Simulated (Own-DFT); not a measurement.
# Biaxial strain at fixed height in diamond-structure SiGeSn with randomly placed atoms, 64 atoms (Ge44Si16Sn4)

Calculated, not measured: single-point runs of Own-DFT, a retired in-house plane-wave DFT program that no person has reviewed, on unrelaxed cells, without spin or spin-orbit coupling.

All runs used: PBE; PseudoDojo norm-conserving scalar-relativistic files; cutoff 49 hartree; 3 x 3 x 3 k mesh centred on Gamma; Fermi-Dirac smearing of 0.1 eV.

Keep in mind: forces on such cells moved up to 12 meV/angstrom on a denser k mesh; stress not checked against mesh or cutoff.

Unstrained cell vectors in Å: (11.306, 0.000, 0.000); (0.000, 11.306, 0.000); (0.000, 0.000, 11.306). The unstrained cell has measured lattice constants (interpolated for alloys), not those of this functional. That, the random moves and any unrelaxed bonds set the pressure at no strain. Each run strains x and y alike by e, as a substrate would, and holds the height along z. Each coordinate of each atom was shifted by a normal deviate of width 0.05 Å. The random placing of the alloy's atoms differs from row to row. Stress is positive in tension.

| e (%) | u (Å) | (s_xx + s_yy)/2 (GPa) | s_zz (GPa) |
|---|---|---|---|
| -2.75 | 0.045 | -9.93 | -8.07 |
| -1.75 | 0.047 | -7.86 | -6.43 |
| -1.50 | 0.047 | -7.17 | -6.06 |
| -1.25 | 0.055 | -6.74 | -5.96 |
| -1.00 | 0.050 | -6.22 | -5.74 |
| -0.50 | 0.049 | -5.13 | -4.88 |
| -0.25 | 0.051 | ? | ? |
| 1.25 | 0.051 | -2.17 | -2.91 |
| 2.00 | 0.047 | -0.90 | -2.26 |
| 2.25 | 0.051 | -0.64 | -2.18 |

## Working it out

With e as a fraction, the in-plane stress is -4.3 + 183 e - 855 e² GPa (errors 2 and 117, scatter 0.08), and s_zz is -4.3 + 115 e - 747 e² GPa (slope ± 3, scatter 0.13). At e = 0 the first slope is C11 + C12 and the second 2 C12, both with the ions held to the strained lattice and at the cell's own pressure. The term in e² is negative: the layer stiffens under compression and softens under tension. A free layer would change its height as e changes, and the in-plane slope would drop by 2 C12²/C11 to the biaxial modulus. At fixed height, a misfit of 1 % moves the in-plane stress by about 1.8 GPa and s_zz by 1.1 GPa.

## Prediction

Asked: what are the two stresses at e = -0.25 %?

The fit gives -4.7 and -4.6 GPa. Computed: -4.72 and -4.53 GPa.
